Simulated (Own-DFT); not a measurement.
SiC (4H silicon carbide, strained, atoms displaced) (calculated)

A calculation, not a measurement: plane-wave PBE density functional theory by an unreviewed code, no spin, of a simulated periodic cell, stress positive in tension, free energy of the whole cell less one offset for each atom, forces on such cells passed a denser k mesh, this cell's mesh not checked; offsets are fitted by least squares, one for each functional and potential file, so energies compare only between cells with the same atoms and settings and are not formation energies; the far tail of each file's local potential was reset to the Coulomb form; each entry is a single point on an unrelaxed cell, so the pressure reflects the starting lattice, mostly measured values (interpolated for alloys), from which strain is counted, and rises with the displacements; printed positions are rounded, which can move forces by about a meV/angstrom; the program, named Own-DFT, is a retired in-house code; no spin-orbit coupling. Program: Own-DFT development build.

Common to all runs: functional PBE; potential files PseudoDojo norm-conserving, scalar-relativistic, standard set; wave cutoff 42 hartree; occupations Fermi-Dirac; smearing width 0.1 eV; hardware one NVIDIA H100; k mesh 5 x 5 x 3 centred on Gamma.

(1) 
```xyz
32
Lattice="6.2823 -0.0888 0.1033 -3.2181 5.3870 -0.0588 0.1687 -0.0135 10.1384" Properties=species:S:1:pos:R:3:force_x:R:1:force_y:R:1:force_z:R:1 formula=SiC free_energy_of_cell_above_offsets=-3.416 pressure=-1.03 stress_xx=5.81 stress_yy=-1.61 stress_zz=-1.12 stress_yz=0.46 stress_xz=6.43 stress_xy=-5.85 wall_time=120.2
Si     3.1634     5.2036     4.2084     -0.385      1.324     -1.025
Si     0.0520     1.8601     1.6810     -1.915     -1.798     -2.712
C      3.0648     5.2362     0.9757      1.725      1.837      0.467
C     -0.0129     1.7948     3.4603      1.255     -0.824      2.251
Si     4.7166     2.5951     4.1233      0.474     -1.192      1.764
Si    -1.5807     4.5337     1.4611     -0.306     -1.639      1.255
C     -1.5758     2.6682     0.8947     -0.031       0.82      0.787
C     -1.5938     4.3780     3.4866      0.467      2.774     -1.455
Si     3.2134    -0.0028     4.1740     -0.522     -2.831       0.29
Si     3.1240     1.8121     1.7425      0.636      -1.58     -2.666
C      0.0312     5.3058     0.9675     -0.581      1.108     -0.068
C      3.1186     1.6959     3.5924      0.532      1.453     -0.509
Si     1.6393     2.6696     4.1761     -1.719      -0.77      0.465
Si     1.6006     4.4297     1.6414     -1.486     -0.725      -0.24
C      1.5359     2.6006     0.9689      1.209      1.211      0.354
C      1.5754     4.4055     3.5426       0.01      0.714     -0.187
Si    -3.0257     5.3728     9.1448     -0.822      0.029     -0.342
Si     3.1855     3.4351     6.7784      0.741       1.18     -1.785
C      3.1102     5.2722     6.0467      1.349     -0.588      1.093
C      3.2004     3.4955     8.6062      0.669     -0.156      0.809
Si     4.7729     2.5312     9.2262      0.546      1.112      0.867
Si     4.8181     0.8078     6.6709     -0.568     -0.568       1.12
C     -1.4717     2.6580     5.9649     -1.187      0.102     -0.239
C      4.8575     0.8010     8.6753      0.611     -0.907     -1.689
Si     0.1347     5.2842     9.1628     -1.013      0.092      0.419
Si     0.0672     3.4896     6.6090      -0.11      0.674       0.13
C     -0.0228     5.2908     5.9938       1.04      0.458      0.157
C      0.0667     3.5019     8.4745      0.254       0.16      1.399
Si     1.6541     2.6466     9.2034     -0.291     -0.869     -0.042
Si     1.6990     0.8400     6.6922     -1.129     -0.785     -0.302
C      1.6494     2.6097     6.0997     -0.037     -0.008     -1.109
C      1.7253     0.8269     8.5665      0.584      0.193      0.742
```

Units: free_energy_of_cell_above_offsets in eV; pressure, stress_xx, stress_yy, stress_zz, stress_yz, stress_xz, stress_xy in GPa; wall_time in s; force_x, force_y, force_z in eV/Å.

(2) 
```xyz
32
Lattice="6.0865 -0.0693 -0.0815 -3.1033 5.4128 0.1423 -0.1330 0.1916 10.2349" Properties=species:S:1:pos:R:3:force_x:R:1:force_y:R:1:force_z:R:1 formula=SiC free_energy_of_cell_above_offsets=-2.700 pressure=2.89 stress_xx=-11.26 stress_yy=-1.03 stress_zz=3.62 stress_yz=5.95 stress_xz=-4.52 stress_xy=-5.6 wall_time=118.5
Si     5.9751     0.0678     4.1043      1.997     -0.415     -0.601
Si    -0.0072     1.7935     1.5822     -0.294      0.664       1.51
C      2.9511     5.3192     1.0408      1.031      1.695     -1.604
C     -0.0302     1.9201     3.5904     -1.133     -1.102     -1.194
Si     4.4307     2.7129     4.0854       2.42      1.281      1.075
Si    -1.5940     4.6023     1.7060      0.741     -1.709      0.636
C     -1.5397     2.7552     1.1398     -0.413     -0.208     -2.017
C     -1.5695     4.5917     3.5884     -1.527      0.532      0.501
Si     3.0021     0.1683     4.0561     -0.216     -4.711      1.571
Si     2.9791     1.7530     1.5740      0.745      1.246      0.447
C      3.1006    -0.0035     0.9221     -1.165      0.044      0.227
C      2.9445     1.8166     3.5940      0.145      2.022     -3.323
Si     1.4920     2.7135     4.2247     -1.522      1.646     -0.876
Si     1.5022     4.5276     1.6808     -1.243     -1.798      1.063
C      1.4938     2.7107     0.9374     -0.062     -0.061      0.324
C      1.4134     4.5486     3.6096      0.073      0.053     -0.414
Si     2.7633     5.4926     9.3113      2.334     -1.355      1.013
Si     2.9114     3.6677     6.6623      1.253     -0.298      1.162
C      0.0205     0.1200     6.0888     -2.727     -0.765     -0.722
C      2.8757     3.6838     8.6326      0.315      0.471     -0.365
Si    -1.6556     2.8539     9.3246      -1.17     -0.276      0.855
Si     4.5042     0.8997     6.6920     -0.164      1.464     -0.896
C      4.4383     2.7398     6.0176      0.647     -0.295      0.478
C      4.4668     0.9599     8.5904     -2.684      1.069     -0.087
Si    -0.2332     5.5188     9.4588      0.012      0.673     -2.083
Si    -0.1338     3.7468     6.7864          0     -0.826     -1.923
C      2.9395     0.1186     5.9691      1.561     -1.172      0.693
C     -0.2379     3.7643     8.6430      1.791      0.391      1.201
Si     1.3805     2.8375     9.2548     -1.073      0.038      0.301
Si     1.4744     0.9283     6.6919      0.339      2.505      1.186
C      1.4839     2.7661     6.0201     -1.794     -0.123      2.388
C      1.2902     1.0612     8.6654      1.782     -0.681     -0.527
```

Units: free_energy_of_cell_above_offsets in eV; pressure, stress_xx, stress_yy, stress_zz, stress_yz, stress_xz, stress_xy in GPa; wall_time in s; force_x, force_y, force_z in eV/Å.

(3) 
```xyz
32
Lattice="6.1811 -0.1083 -0.1034 -3.1843 5.3212 0.0022 -0.1689 -0.0934 10.0585" Properties=species:S:1:pos:R:3:force_x:R:1:force_y:R:1:force_z:R:1 formula=SiC free_energy_of_cell_above_offsets=-1.835 pressure=8.46 stress_xx=-4.07 stress_yy=-14.15 stress_zz=-7.16 stress_yz=-4.79 stress_xz=-5.83 stress_xy=-6.62 wall_time=121.4
Si     6.0634    -0.1387     3.9540      1.964     -1.039      1.109
Si    -0.0592     1.6949     1.5785      0.312      0.247     -1.003
C      3.0106     5.1430     0.8160     -1.812      1.047     -0.223
C     -0.1216     1.7208     3.4247      1.344      -0.98     -0.409
Si    -1.6021     2.5487     4.0094     -1.516       1.98      2.633
Si    -1.7668     4.3460     1.4878       3.49      0.619        2.6
C     -1.5253     2.6406     0.9627     -1.957     -0.805      -0.76
C     -1.6570     4.3506     3.5049     -2.102      0.094     -2.311
Si     2.9989    -0.0741     3.9938       0.49     -0.834      1.599
Si     2.9948     1.6309     1.4984      0.801      2.082      0.281
C      3.0502    -0.0028     0.8569      0.037     -3.126      1.225
C      2.9671     1.6589     3.4172      0.952     -0.265     -1.952
Si     1.4921     2.5171     3.9766     -1.722      1.333      2.694
Si     1.4532     4.3264     1.4890     -1.124      0.108      0.002
C      1.4672     2.5460     0.8272      0.215      0.225      2.278
C      1.3659     4.3188     3.4259      0.057     -0.245      -1.41
Si    -0.1600    -0.0643     9.0892      0.097      0.456     -0.514
Si     2.8939     3.4123     6.5696      0.688     -1.682     -2.788
C     -3.1411     5.1972     5.9526     -3.504      0.537     -0.317
C      2.9311     3.4121     8.3436      -1.24      -0.22       2.73
Si    -1.7670     2.6952     9.1048      0.925     -2.754     -0.145
Si     4.5561     0.6591     6.5550      0.363      1.697     -0.576
C      4.4625     2.4881     5.8598      0.163      -0.82     -0.032
C      4.4260     0.6858     8.4417      1.234      0.851      0.111
Si    -0.2221     5.0893     9.1329     -0.237      2.052      -1.98
Si    -0.2440     3.5278     6.5829      1.139     -1.652     -1.009
C      2.9868    -0.0537     5.9196       0.36     -0.817     -0.672
C     -0.1804     3.4204     8.4416      0.194     -0.915      0.854
Si     1.3641     2.3617     9.0983     -0.111      5.637     -1.219
Si     1.4411     0.7670     6.5491      1.193       1.61      0.255
C      1.3619     2.5284     5.9645     -0.233      1.003      -1.26
C      1.4503     0.8456     8.3990     -0.459     -5.424       0.21
```

Units: free_energy_of_cell_above_offsets in eV; pressure, stress_xx, stress_yy, stress_zz, stress_yz, stress_xz, stress_xy in GPa; wall_time in s; force_x, force_y, force_z in eV/Å.

(4) 
```xyz
32
Lattice="6.1146 0.0668 -0.0414 -2.9994 5.3912 -0.0826 -0.0676 -0.1947 9.9258" Properties=species:S:1:pos:R:3:force_x:R:1:force_y:R:1:force_z:R:1 formula=SiC free_energy_of_cell_above_offsets=-1.606 pressure=7.52 stress_xx=-6.67 stress_yy=0.08 stress_zz=-15.98 stress_yz=-5.57 stress_xz=-2.54 stress_xy=4.5 wall_time=115.7
Si     3.0632     5.3212     3.8598      0.455      0.864     -0.814
Si     0.0589     1.7952     1.5857     -1.152     -0.489     -1.624
C      6.0913     0.0546     0.9116      0.186      0.216      0.425
C      0.0507     1.6820     3.3910      -1.22      0.733      1.014
Si    -1.5335     2.6587     4.0183     -0.029     -1.645     -1.066
Si    -1.4135     4.5548     1.4902     -2.767     -2.082      -1.53
C      4.6073     2.7238     0.8548      0.655      0.844       0.43
C     -1.4922     4.4275     3.2561     -0.469     -0.874      2.467
Si     0.0002     5.2942     3.8922      0.762      0.602      0.024
Si     3.1085     1.8051     1.3846     -1.456      2.089      3.115
C      3.0281     0.0650     1.0374      0.921     -0.811     -2.834
C      3.0195     1.7066     3.4402      1.581      0.738     -1.691
Si     1.5471     2.6548     3.9859     -0.092     -1.104     -1.037
Si     1.5327     4.5567     1.5121      1.284     -1.318     -1.884
C      1.4636     2.7299     0.8213      1.905      0.264      1.546
C      1.5595     4.3728     3.2879     -0.434      1.078      1.185
Si     5.9965    -0.0652     8.9898      2.672     -1.753      0.197
Si     3.0505     3.5193     6.4711     -0.694      0.585      -1.51
C      6.0431    -0.0244     5.7335      0.667     -1.082      2.507
C      3.1274     3.4762     8.2939     -2.453      0.749      0.731
Si     4.4999     2.5347     8.9444       2.73      0.484     -0.481
Si     4.5166     0.8302     6.4084      0.665      -0.67      0.501
C      4.5583     2.6255     5.8566      -0.21      0.282     -0.902
C      4.6632     0.7892     8.2946     -4.327      0.504     -0.467
Si    -0.0664     5.1617     8.9324      0.855      2.673      0.073
Si    -0.0780     3.5261     6.3980      2.288     -2.824      2.107
C     -0.0142     5.1691     5.7517      1.039      2.389     -0.366
C     -0.0211     3.5030     8.3694     -0.146     -2.413     -1.402
Si     1.5411     2.5283     8.9506     -0.982       1.56     -1.445
Si     1.5435     0.6458     6.4678      -2.21      3.131      -0.12
C      1.5638     2.6612     5.7544     -1.096     -1.059      3.152
C      1.4302     0.7949     8.3675      1.072     -1.663     -0.301
```

Units: free_energy_of_cell_above_offsets in eV; pressure, stress_xx, stress_yy, stress_zz, stress_yz, stress_xz, stress_xy in GPa; wall_time in s; force_x, force_y, force_z in eV/Å.

(5) 
```xyz
32
Lattice="6.1662 -0.0501 -0.1093 -3.1265 5.3661 0.1118 -0.1784 0.1078 10.1376" Properties=species:S:1:pos:R:3:force_x:R:1:force_y:R:1:force_z:R:1 formula=SiC free_energy_of_cell_above_offsets=-1.059 pressure=4.67 stress_xx=-4.32 stress_yy=-3.33 stress_zz=-6.37 stress_yz=4.78 stress_xz=-2.34 stress_xy=-5.92 wall_time=127
Si     2.9217     5.3489     4.2250      1.464       0.75      -4.16
Si    -0.0039     1.8400     1.6536     -3.104     -1.929     -1.216
C     -3.0923     5.3254     1.0179     -0.955      1.004      2.262
C     -0.0885     1.8120     3.4369     -0.113       0.05      3.445
Si     4.4934     2.7148     4.1021      0.611     -1.743     -2.093
Si    -1.5796     4.4716     1.6619     -0.761     -0.953     -0.882
C      4.4748     2.6360     0.8964       3.05      0.657     -1.261
C     -1.5898     4.4420     3.4640     -1.123      1.127      2.929
Si     3.0104     0.0389     4.0518     -0.178     -1.854     -1.018
Si     3.0321     1.8107     1.4824     -1.934     -2.283      1.482
C     -0.1696     5.3210     0.9500      3.271      1.028      0.188
C      2.8993     1.7164     3.4666      2.077      2.364     -0.977
Si     1.5336     2.7186     4.2013     -2.363     -1.209     -2.634
Si     1.5858     4.3691     1.6641     -1.984      1.534     -1.517
C      1.3850     2.6435     0.9558      3.396      1.091     -1.366
C      1.4591     4.4432     3.5179     -0.083      0.642      0.695
Si    -3.2077     5.4542     9.3858     -1.641      0.151     -2.098
Si     3.0052     3.5953     6.6393     -2.513     -0.243      -0.09
C      2.9356     5.3584     5.9795     -0.066      0.144      3.211
C      2.8068     3.5700     8.5814      4.883      3.324     -2.373
Si    -1.6857     2.8510     9.1644     -2.215     -1.633      2.949
Si     4.4543     0.9215     6.6156      1.265       -0.6     -0.951
C      4.4560     2.6562     5.9588       0.73      0.815      0.457
C      4.5536     1.0480     8.4632     -0.981       -2.1      0.531
Si     2.9717     0.1202     9.0899     -0.272     -0.737      0.823
Si    -0.1679     3.5819     6.7320      0.834       0.48     -1.383
C      2.9441     0.1017     5.8828      0.503     -2.068      2.383
C     -0.1946     3.5613     8.6169      2.332      3.217     -1.267
Si     1.4640     2.7493     9.1572     -5.108     -1.459      2.343
Si     1.4701     0.8796     6.6934     -1.582      1.573     -2.078
C      1.3747     2.6781     5.9606      0.664      0.435      3.274
C      1.3299     1.0239     8.5158      1.897     -1.573      0.393
```

Units: free_energy_of_cell_above_offsets in eV; pressure, stress_xx, stress_yy, stress_zz, stress_yz, stress_xz, stress_xy in GPa; wall_time in s; force_x, force_y, force_z in eV/Å.
